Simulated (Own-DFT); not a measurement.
# Response to strain: 3C SiC, 64 atoms (C32Si32)

Calculated results; nothing here was measured. The program, named Own-DFT, is a retired in-house plane-wave density functional code that no person has reviewed. Each row is one single-point run on a periodic cell that was not relaxed, without spin or spin-orbit coupling.

Settings of every run: PBE; PseudoDojo norm-conserving scalar-relativistic files; cutoff 42 hartree; 4 x 4 x 4 k mesh centred on Gamma; Fermi-Dirac smearing of 0.1 eV.

Known limits: forces on such cells passed a denser k mesh, each cell not checked; stress not checked against mesh or cutoff.

Unstrained cell vectors in Å: (8.719, 0.000, 0.000); (0.000, 8.719, 0.000); (0.000, 0.000, 8.719). The unstrained cell has measured lattice constants (interpolated for alloys), not those of this functional. That, the random moves and any unrelaxed bonds set the pressure at no strain. Each run strains this cell uniformly, with the atoms carried along. Every atom was also moved at random, by a Gaussian of width 0.05 Å on each axis. Strain is the symmetric tensor, in per cent. Stress is positive in tension, and the pressure is minus a third of its trace.

| run | e_xx (%) | e_yy (%) | e_zz (%) | e_yz (%) | e_xz (%) | e_xy (%) | s_xx (GPa) | s_yy (GPa) | s_zz (GPa) | s_yz (GPa) | s_xz (GPa) | s_xy (GPa) | P (GPa) | E (meV/atom) |
|---|---|---|---|---|---|---|---|---|---|---|---|---|---|---|
| 1 | 1.09 | -0.63 | -0.92 | -0.32 | -1.34 | 0.72 | -3.18 | -7.89 | -8.89 | -0.92 | -8.61 | 4.09 | 6.65 | 5.2 |
| 2 | -0.70 | -0.91 | 1.30 | -0.24 | -0.10 | -1.22 | -8.06 | -8.35 | -2.66 | -1.05 | -0.70 | -7.25 | 6.36 | 12.5 |
| 3 | -1.82 | -0.22 | -1.00 | -1.80 | -0.45 | 1.90 | -15.14 | -11.62 | -13.90 | -12.09 | -3.93 | 10.57 | 13.55 | 34.1 |
| 4 | 0.19 | -0.68 | -0.31 | -1.48 | 0.12 | -0.22 | -5.74 | -8.11 | -7.92 | -8.44 | 0.26 | -1.49 | 7.26 | 2.7 |
| 5 | -1.19 | 1.77 | -0.82 | 1.55 | 0.44 | 0.89 | -8.53 | -1.37 | -8.31 | 7.83 | 1.83 | 4.05 | 6.07 | 8.1 |
| 6 | -0.89 | -1.16 | -1.59 | -0.93 | 1.48 | -0.32 | -14.75 | -14.90 | -16.17 | -3.97 | 10.74 | -0.71 | 15.27 | 68.0 |
| 7 | 1.18 | 0.25 | -1.12 | 1.67 | -0.82 | -0.80 | -1.92 | -4.76 | -8.06 | 9.84 | -2.48 | -5.47 | 4.91 | 2.5 |
| 8 | 0.31 | 0.57 | 0.61 | -0.14 | -1.71 | -0.24 | -3.44 | -2.09 | -2.47 | -1.39 | -10.18 | -2.14 | 2.67 | 12.9 |
| 9 | 0.22 | -1.27 | 1.11 | -1.86 | -0.12 | 0.17 | -4.91 | -8.63 | -2.76 | -9.76 | -1.35 | -0.37 | 5.43 | 8.1 |
| 10 | 0.78 | -0.27 | 0.74 | -1.33 | -0.36 | -0.71 | -1.87 | -4.28 | -2.09 | -8.12 | -1.43 | -3.10 | 2.75 | 0.0 |
| 11 | -1.86 | 0.42 | 0.33 | 0.69 | 1.26 | -0.88 | -12.11 | -6.32 | -6.90 | 5.78 | 7.37 | -4.04 | 8.44 | 24.6 |
| 12 | -0.22 | -1.80 | -0.82 | -0.23 | 1.91 | -0.66 | -10.63 | -15.02 | -12.69 | 1.00 | 11.67 | -4.48 | 12.78 | 37.1 |
| 13 | -1.98 | -1.97 | 1.88 | 1.86 | 0.46 | 1.07 | -14.00 | -13.91 | -3.27 | 9.49 | 1.94 | 7.13 | 10.40 | 34.5 |
| 14 | -1.08 | 0.81 | -1.90 | 0.69 | 1.28 | -0.13 | -11.22 | -5.95 | -13.08 | 3.44 | 7.17 | 0.31 | 10.08 | 3.9 |
| 15 | 0.21 | 1.98 | 1.17 | 0.69 | 0.97 | 0.20 | -0.54 | 3.45 | 1.50 | 1.97 | 4.20 | 2.17 | -1.47 | 18.4 |
| 16 | -1.10 | -1.22 | 0.66 | 1.66 | -1.97 | -0.32 | -12.10 | -11.61 | -7.51 | 10.15 | -12.76 | -0.90 | 10.41 | 41.6 |
| 17 | 0.34 | -1.65 | -1.56 | -1.52 | 0.04 | 1.57 | -9.28 | -15.38 | -14.13 | -10.03 | 0.06 | 10.18 | 12.93 | 34.8 |
| 18 | -0.43 | 0.74 | -1.88 | -0.89 | 1.30 | 1.30 | ? | ? | ? | ? | ? | ? | ? | ? |

E is the free energy for each atom above the lowest run shown.

## Worked fit

Each stress component was fitted by least squares to a constant and the strains of the runs shown, as fractions, with shears doubled. Shear strains stay in the fit of a normal stress only where such slopes are resolved. The slopes, in GPa:

| stress | at no strain | per e_xx | per e_yy | per e_zz | scatter |
|---|---|---|---|---|---|
| s_xx | -5.7 | 415 ± 14 | 160 ± 12 | 143 ± 12 | 0.58 |
| s_yy | -5.8 | 151 ± 15 | 414 ± 13 | 155 ± 13 | 0.60 |
| s_zz | -6.0 | 151 ± 14 | 147 ± 12 | 410 ± 13 | 0.59 |

Each shear stress against twice its own strain: yz 288 ± 10, xz 300 ± 11, xy 289 ± 17 GPa. These are stiffnesses along x, y and z of the frame in which the cell vectors are given, which need not be the crystal's axes. The atoms are held to the strained lattice; where symmetry lets them move under strain, relaxing them would lower some slopes. The table should be nearly symmetric about its diagonal, and what it lacks of that shows the noise. A ninth of its sum, 239 ± 6 GPa, estimates the bulk modulus near the mean pressure of these runs, 7.9 GPa, so it lies above the value at zero pressure.

## Withheld run

Question: what normal stresses and pressure should run 18 give?

The fit gives s_xx = -9.0, s_yy = -6.3, s_zz = -13.3 and P = 9.5 GPa. The calculation gave -8.80, -6.02, -12.26 and P = 9.02 GPa.
